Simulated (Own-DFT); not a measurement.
# Computed records: GaN (wurtzite, atoms displaced)

A calculation, not a measurement: plane-wave PBE density functional theory by an unreviewed code, no spin, of a simulated periodic cell, stress positive in tension, free energy of the whole cell less one offset for each atom, forces on such cells passed a denser k mesh, this cell's mesh not checked; offsets are fitted by least squares, one for each functional and potential file, so energies compare only between cells with the same atoms and settings and are not formation energies; the far tail of each file's local potential was reset to the Coulomb form; each entry is a single point on an unrelaxed cell, so the pressure reflects the starting lattice, mostly measured values (interpolated for alloys), from which strain is counted, and rises with the displacements; printed positions are rounded, which can move forces by about a meV/angstrom; the program, named Own-DFT, is a retired in-house code; no spin-orbit coupling; before rounding, a Quantum ESPRESSO 7.3.1 run of the same cell and cutoff gave forces within 1 meV/angstrom rms on each cell, which checks the program and not the settings. Program: Own-DFT development build.

```json
{"formula": "GaN", "kind": "wurtzite, atoms displaced", "structure": {"cell_angstrom": [[12.756, 0.0, 0.0], [-4.7835, 8.2853, 0.0], [0.0, 0.0, 10.37]], "atoms_fractional": [["Ga", 0.07539, 0.22354, 0.00371], ["Ga", 0.17113, 0.11671, 0.25047], ["N", 0.07725, 0.22138, 0.18893], ["N", 0.17177, 0.11073, 0.43149], ["Ga", 0.08093, 0.21327, 0.50458], ["Ga", 0.16601, 0.11477, 0.73873], ["N", 0.08416, 0.21834, 0.68964], ["N", 0.15944, 0.10278, 0.93675], ["Ga", 0.08159, 0.55617, 0.00285], ["Ga", 0.1676, 0.44167, 0.24617], ["N", 0.08156, 0.56191, 0.19122], ["N", 0.17182, 0.4455, 0.43889], ["Ga", 0.08622, 0.56553, 0.49607], ["Ga", 0.16505, 0.44228, 0.74514], ["N", 0.08443, 0.55361, 0.68838], ["N", 0.17131, 0.44806, 0.93055], ["Ga", 0.08419, 0.88326, 0.9977], ["Ga", 0.16794, 0.76857, 0.24952], ["N", 0.08657, 0.89473, 0.18231], ["N", 0.16393, 0.78012, 0.43639], ["Ga", 0.08448, 0.89623, 0.51141], ["Ga", 0.16776, 0.78333, 0.7454], ["N", 0.08013, 0.89268, 0.68475], ["N", 0.16347, 0.78463, 0.93756], ["Ga", 0.33649, 0.22885, 0.9943], ["Ga", 0.41604, 0.10718, 0.2453], ["N", 0.33519, 0.215, 0.19165], ["N", 0.41568, 0.11215, 0.43752], ["Ga", 0.32765, 0.22982, 0.49967], ["Ga", 0.41767, 0.11141, 0.75076], ["N", 0.33119, 0.21802, 0.69203], ["N", 0.41675, 0.10625, 0.93162], ["Ga", 0.32883, 0.55926, 0.99127], ["Ga", 0.41027, 0.43796, 0.24974], ["N", 0.33928, 0.56016, 0.18986], ["N", 0.41877, 0.44432, 0.44204], ["Ga", 0.3337, 0.55977, 0.49561], ["Ga", 0.41634, 0.43709, 0.7462], ["N", 0.33577, 0.56221, 0.68976], ["N", 0.42249, 0.45431, 0.93751], ["Ga", 0.33312, 0.88009, 0.99843], ["Ga", 0.4159, 0.78548, 0.23679], ["N", 0.32965, 0.88482, 0.1823], ["N", 0.41332, 0.78056, 0.43619], ["Ga", 0.32596, 0.879, 0.50362], ["Ga", 0.41553, 0.78555, 0.75763], ["N", 0.33714, 0.88379, 0.69091], ["N", 0.41518, 0.77857, 0.94629], ["Ga", 0.59056, 0.22248, 0.99986], ["Ga", 0.66526, 0.11337, 0.24503], ["N", 0.57632, 0.22393, 0.18523], ["N", 0.67238, 0.12283, 0.44103], ["Ga", 0.58435, 0.23018, 0.5023], ["Ga", 0.66709, 0.10614, 0.75009], ["N", 0.57997, 0.21935, 0.69551], ["N", 0.66612, 0.11847, 0.93932], ["Ga", 0.57823, 0.54914, 0.00068], ["Ga", 0.66355, 0.444, 0.24662], ["N", 0.58788, 0.55162, 0.18981], ["N", 0.66357, 0.43488, 0.44122], ["Ga", 0.58298, 0.55096, 0.48978], ["Ga", 0.66249, 0.43849, 0.75598], ["N", 0.57389, 0.55133, 0.67901], ["N", 0.66746, 0.44444, 0.92862], ["Ga", 0.5876, 0.88781, 0.00207], ["Ga", 0.66908, 0.7771, 0.25791], ["N", 0.57019, 0.87795, 0.19173], ["N", 0.66409, 0.76604, 0.43056], ["Ga", 0.59014, 0.88669, 0.4988], ["Ga", 0.66135, 0.77296, 0.74751], ["N", 0.58718, 0.8869, 0.68895], ["N", 0.67072, 0.78487, 0.9394], ["Ga", 0.8292, 0.21236, 0.99997], ["Ga", 0.91122, 0.11331, 0.24978], ["N", 0.83583, 0.23044, 0.18938], ["N", 0.9125, 0.11491, 0.43414], ["Ga", 0.83071, 0.217, 0.49887], ["Ga", 0.91363, 0.09564, 0.75164], ["N", 0.82969, 0.2213, 0.69564], ["N", 0.91641, 0.10747, 0.93679], ["Ga", 0.84063, 0.55454, 0.9977], ["Ga", 0.91229, 0.44003, 0.23155], ["N", 0.83321, 0.55682, 0.1846], ["N", 0.91243, 0.44677, 0.43627], ["Ga", 0.84093, 0.56896, 0.49473], ["Ga", 0.92456, 0.4561, 0.75187], ["N", 0.83541, 0.55967, 0.68548], ["N", 0.91215, 0.44135, 0.94181], ["Ga", 0.83161, 0.89008, 4e-05], ["Ga", 0.91266, 0.76958, 0.24842], ["N", 0.83935, 0.88952, 0.18796], ["N", 0.92183, 0.78023, 0.43978], ["Ga", 0.83343, 0.89545, 0.50403], ["Ga", 0.9175, 0.77705, 0.75254], ["N", 0.83492, 0.89023, 0.68076], ["N", 0.92362, 0.784, 0.93753]]}, "settings": {"functional": "PBE", "potential_files": "PseudoDojo norm-conserving, scalar-relativistic, standard set", "wave_cutoff [hartree]": 42.0, "occupations": "Fermi-Dirac", "smearing_width [eV]": 0.1, "k_mesh": "3 x 4 x 3 centred on Gamma"}, "results": {"stress_xx [GPa]": null, "pressure [GPa]": null}}
```

Question: GaN (wurtzite, atoms displaced): stress xx?
Answer: -7.98 GPa

Question: Give the missing pressure for GaN (wurtzite, atoms displaced).
Answer: 7.68 GPa

Question: Give the table of force values for GaN (wurtzite, atoms displaced).
Answer: 
Force:
| element | x (eV/Å) | y (eV/Å) | z (eV/Å) |
| --- | --- | --- | --- |
| Ga | 2.208 | -0.206 | -0.84 |
| Ga | -0.586 | -1.333 | -1.415 |
| N | 0.532 | 0.283 | 0.137 |
| N | -1.781 | -0.175 | 1.519 |
| Ga | -0.356 | 1.18 | -1.44 |
| Ga | 0.902 | -0.706 | 2.867 |
| N | -1.598 | 0.374 | -0.562 |
| N | 0.231 | 1.842 | -0.361 |
| Ga | 0.433 | 0.414 | -0.879 |
| Ga | -0.154 | 0.621 | 0.776 |
| N | 1.01 | -2.115 | -1.085 |
| N | -1.335 | -0.844 | -0.285 |
| Ga | -0.392 | -2.039 | -0.037 |
| Ga | 0.771 | 0.484 | -0.249 |
| N | -0.138 | 1.031 | -0.46 |
| N | -1.899 | -0.816 | 1.025 |
| Ga | -1.142 | 2.042 | 1.09 |
| Ga | -1.576 | 2.694 | 0.27 |
| N | -0.009 | -0.941 | 1.336 |
| N | 0.015 | 0.46 | 0.439 |
| Ga | 0.38 | -0.62 | -3.54 |
| Ga | 0.221 | -0.445 | 0.769 |
| N | 0.911 | -0.288 | 1.758 |
| N | 2.432 | -1.992 | -1.063 |
| Ga | -0.458 | -1.458 | 0.253 |
| Ga | -0.309 | -0.599 | 1.436 |
| N | -1.103 | 1.332 | -1.34 |
| N | -0.243 | -0.325 | 0.385 |
| Ga | 2.421 | -0.829 | 0.245 |
| Ga | -0.284 | -0.559 | -0.531 |
| N | 0.051 | -0.005 | -1.003 |
| N | 0.012 | 0.415 | 1.725 |
| Ga | 1.698 | -0.705 | 1.341 |
| Ga | 1.189 | 0.384 | 0.226 |
| N | -1.141 | -0.797 | -1.102 |
| N | -1.137 | 0.363 | -1.121 |
| Ga | 0.759 | 0.471 | 0.795 |
| Ga | -1.235 | 1.12 | 0.238 |
| N | 0.044 | -0.665 | 0.009 |
| N | -1.24 | -0.951 | -0.447 |
| Ga | -2.142 | 1.861 | -0.215 |
| Ga | -1.263 | -1.871 | 2.691 |
| N | -0.269 | 0.443 | 0.254 |
| N | 1.18 | 0.169 | -0.44 |
| Ga | 0.814 | 1.706 | -0.712 |
| Ga | 2.024 | -1.548 | -0.509 |
| N | -2.201 | 1.131 | -0.472 |
| N | 1.613 | 0.206 | -1.173 |
| Ga | -2.813 | 0.719 | -0.24 |
| Ga | -0.594 | -0.271 | 1.095 |
| N | 1.872 | -0.154 | -0.176 |
| N | -0.81 | -2.018 | -0.999 |
| Ga | -0.238 | -2.361 | 0.686 |
| Ga | -0.693 | 0.662 | -0.134 |
| N | 0.863 | 0.011 | -1.071 |
| N | 1.797 | -2.106 | -0.127 |
| Ga | 1.66 | 1.116 | 0.311 |
| Ga | 1.359 | -0.703 | 1.116 |
| N | -2.121 | 0.999 | -0.479 |
| N | 0.463 | 2.699 | -1.391 |
| Ga | 0.326 | -0.601 | 1.229 |
| Ga | 0.194 | 0.911 | -3.095 |
| N | 1.867 | 0.532 | 0.686 |
| N | 0.098 | 0.441 | 3.348 |
| Ga | -1.082 | 0.366 | 0.204 |
| Ga | -0.249 | -0.111 | -3.252 |
| N | 3.958 | 2.486 | -0.966 |
| N | 0.31 | 1.577 | 2.539 |
| Ga | -1.969 | 0.43 | -0.362 |
| Ga | 0.994 | -0.672 | 0.236 |
| N | -1.225 | 0.206 | -0.156 |
| N | -0.203 | -1.244 | -0.571 |
| Ga | 0.149 | 0.819 | -0.607 |
| Ga | 1.085 | -0.574 | 0.006 |
| N | -0.543 | -2.787 | -1.332 |
| N | 1.342 | -0.71 | 0.648 |
| Ga | -0.2 | 2.383 | 1.216 |
| Ga | -0.886 | 2.273 | -0.224 |
| N | 1.589 | 0.353 | -0.631 |
| N | -0.869 | 0.221 | 0.221 |
| Ga | -2.592 | 1.247 | -0.187 |
| Ga | 0.055 | 2.242 | 3.157 |
| N | -0.497 | -0.794 | -0.229 |
| N | 1.331 | -0.299 | -0.638 |
| Ga | -0.521 | -2.202 | 0.886 |
| Ga | -1.139 | -1.537 | -0.526 |
| N | -0.251 | -0.297 | 0.49 |
| N | 1.975 | -0.699 | -0.372 |
| Ga | 1.468 | -0.633 | 0.413 |
| Ga | 1.493 | 1.741 | 0.325 |
| N | -1.722 | 0.259 | 0.145 |
| N | -1.158 | 1.556 | -0.67 |
| Ga | 0.626 | -0.897 | -2.16 |
| Ga | -0.54 | -0.338 | -0.295 |
| N | -0.33 | -1.356 | 1.687 |
| N | -1.491 | -1.085 | -0.056 |

Further results for GaN (wurtzite, atoms displaced):

```
free energy of cell above offsets : 25.248 eV
stress yy                         : -7.47 GPa
stress zz                         : -7.61 GPa
stress yz                         : -0.24 GPa
stress xz                         : 0.01 GPa
stress xy                         : 0.09 GPa
```
